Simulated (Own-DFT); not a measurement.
# What a defect does to the pressure of its cell: zincblende GaAs

No measurement is shown. These are fixed-geometry runs of a retired plane-wave code named Own-DFT, which no person has reviewed; spin and spin-orbit coupling are neglected.

Method: PBE; PseudoDojo norm-conserving scalar-relativistic files; cutoff 42 hartree; 3 x 3 x 3 k mesh centred on Gamma; Fermi-Dirac smearing of 0.1 eV.

Keep in mind (not all hold for every row): not probed for a lower state with spin; forces not confirmed at this smearing and k mesh; stress not checked against mesh or cutoff.

All runs share one cell, with vectors in Å (11.737, 0.000, 0.000); (0.000, 11.737, 0.000); (0.000, 0.000, 10.833) and a volume of 1492.4 Å³, strained against the parent crystal. Atoms were moved at random from their sites; u is the rms move along one axis. The defect's site can differ from row to row.

```
                             cell     formula   u (Å)  P (GPa)
                        no defect    As32Ga32  0.0311     1.28
                        no defect    As32Ga32  0.0327     1.24
                        no defect    As32Ga32  0.0526     1.61
one As vacancy and one Ga vacancy    As31Ga31  0.0282        ?
one As vacancy and one Ga vacancy    As31Ga31  0.0322     0.96
one As vacancy and one Ga vacancy    As31Ga31  0.0456     1.16
one As vacancy and one Ga vacancy    As31Ga31  0.0500     1.21
              one Al on a Ga site  AlAs32Ga31  0.0285     1.23
              one Al on a Ga site  AlAs32Ga31  0.0485     1.50
              one Al on a Ga site  AlAs32Ga31  0.0534     1.62
```

## What the rows give

P = P0 + c u² + a shift for each defect gives P0 = 1.07 GPa, c = 190 ± 10 GPa/Å² and a scatter of 0.02 GPa. The shifts, and each times the cell's volume:

- one Al on a Ga site: 0.00 ± 0.02 GPa, 0.0 eV (not resolved)
- one As vacancy and one Ga vacancy: -0.31 ± 0.02 GPa, -2.9 eV

Against the defect-free cell, a freed cell would be larger where the shift is positive and smaller where it is negative (160.2 GPa Å³ is 1 eV). The atoms around the defects weren't relaxed, which would change these numbers.

## Withheld run

The question: what pressure belongs in the blank (one As vacancy and one Ga vacancy, u = 0.0282 Å)?

The fit gives 0.91 ± 0.03 GPa. DFT gave 0.96 GPa.
